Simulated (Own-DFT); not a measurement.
# Short bonds, stiff crystals?

The numbers are computed, not measured, by runs of the plane-wave DFT program Own-DFT (in-house, retired, unreviewed) at fixed positions, with no spin and no spin-orbit coupling.

Limits (not all hold for every row): forces on such cells moved up to 12 meV/angstrom on a denser k mesh; forces not confirmed at this smearing and k mesh; k mesh not checked against a denser one; forces on such cells passed a denser k mesh, each cell not checked; stress not checked against mesh or cutoff.

All runs are PBE with PseudoDojo norm-conserving files; cutoff and k mesh are each material's own. Every cell starts from measured lattice constants and was given uniform random strains and small random moves of its atoms. Each triple is the change of volume in per cent, the rms move u in Å and the pressure in GPa.

- 4H SiC (C36Si36), 10.36 Å³/atom unstrained: (-2.86, 0.048, 12.35); (-1.81, 0.046, 9.64); (0.04, 0.050, 4.96); (0.65, 0.047, 3.45); (1.49, 0.051, 2.27); (2.06, 0.047, 0.74); (3.15, 0.048, -1.88)
- wurtzite AlN (Al64N64), 10.45 Å³/atom unstrained: withheld
- wurtzite GaN (Ga48N48), 11.42 Å³/atom unstrained: (-3.17, 0.047, 13.65); (-1.87, 0.055, 11.38); (-0.24, 0.054, 7.88); (0.66, 0.047, 5.86); (0.86, 0.051, 5.25); (1.43, 0.048, 4.72); (3.57, 0.048, 0.54)
- diamond silicon (Si64), 20.02 Å³/atom unstrained: (-2.16, 0.049, 5.06); (-0.80, 0.048, 3.55); (-0.43, 0.048, 3.10); (-0.27, 0.048, 2.94); (0.19, 0.054, 2.68); (1.01, 0.047, 1.77); (1.74, 0.052, 1.11)
- zincblende GaAs (As32Ga32), 22.58 Å³/atom unstrained: (-3.10, 0.051, 6.80); (-1.32, 0.046, 5.27); (-1.18, 0.047, 4.95); (0.51, 0.049, 3.73); (1.55, 0.051, 2.89); (2.20, 0.054, 2.50); (3.37, 0.048, 1.57)
- grey tin (Sn64), 34.15 Å³/atom unstrained: (-3.09, 0.052, 5.62); (-2.52, 0.050, 5.25); (-1.96, 0.051, 4.87); (-0.73, 0.050, 4.12); (-0.55, 0.053, 4.09); (0.41, 0.051, 3.58); (1.17, 0.051, 3.20)

## Worked fit

Fit a line to each set against the fractional change of volume; B is minus its slope, and u is nearly the same within a set. To take it to zero pressure, assume that B rises by 4 GPa for each GPa: B0 = B - 4 x (mean pressure). The bond length of an ideal tetrahedral crystal with the unstrained volume v is d = (√3/4)(8 v)^(1/3). Cohen's empirical rule reads B0 = (1971 - 220 L) d^(-3.5) GPa, with L = 0 for group IV crystals and SiC and 1 for III-V compounds.

```
                  material  L  d (Å)  B (GPa)  mean P (GPa)  B0 (GPa)  rule (GPa)
          4H SiC (C36Si36)  0  1.888  234 ± 6           4.5   216 ± 6         213
    wurtzite AlN (Al64N64)  1  1.893        ?             ?         ?         188
    wurtzite GaN (Ga48N48)  1  1.950  198 ± 5           7.0   170 ± 5         169
    diamond silicon (Si64)  0  2.352  100 ± 3           2.9    89 ± 3          99
zincblende GaAs (As32Ga32)  1  2.448   80 ± 2           4.0    64 ± 2          76
           grey tin (Sn64)  0  2.810   57 ± 2           4.4    39 ± 2          53
```

A line through ln[B0/(1971 - 220 L)] against ln d has a slope of -4.3 ± 0.1 and a scatter of 2 %. Against the rule, B0 stands at 101 % for 4H SiC, 100 % for wurtzite GaN, 90 % for diamond silicon, 84 % for zincblende GaAs, 74 % for grey tin. PBE tends to make silicon and heavier crystals too soft, and the rule itself is only a guide.

## Test on the hidden row

Question: what B0 does the fitted trend give for wurtzite AlN (Al64N64)?

The line gives 192 GPa. Its own runs give B = 226 ± 7 GPa at a mean pressure of 8.1 GPa, so B0 = 194 GPa.
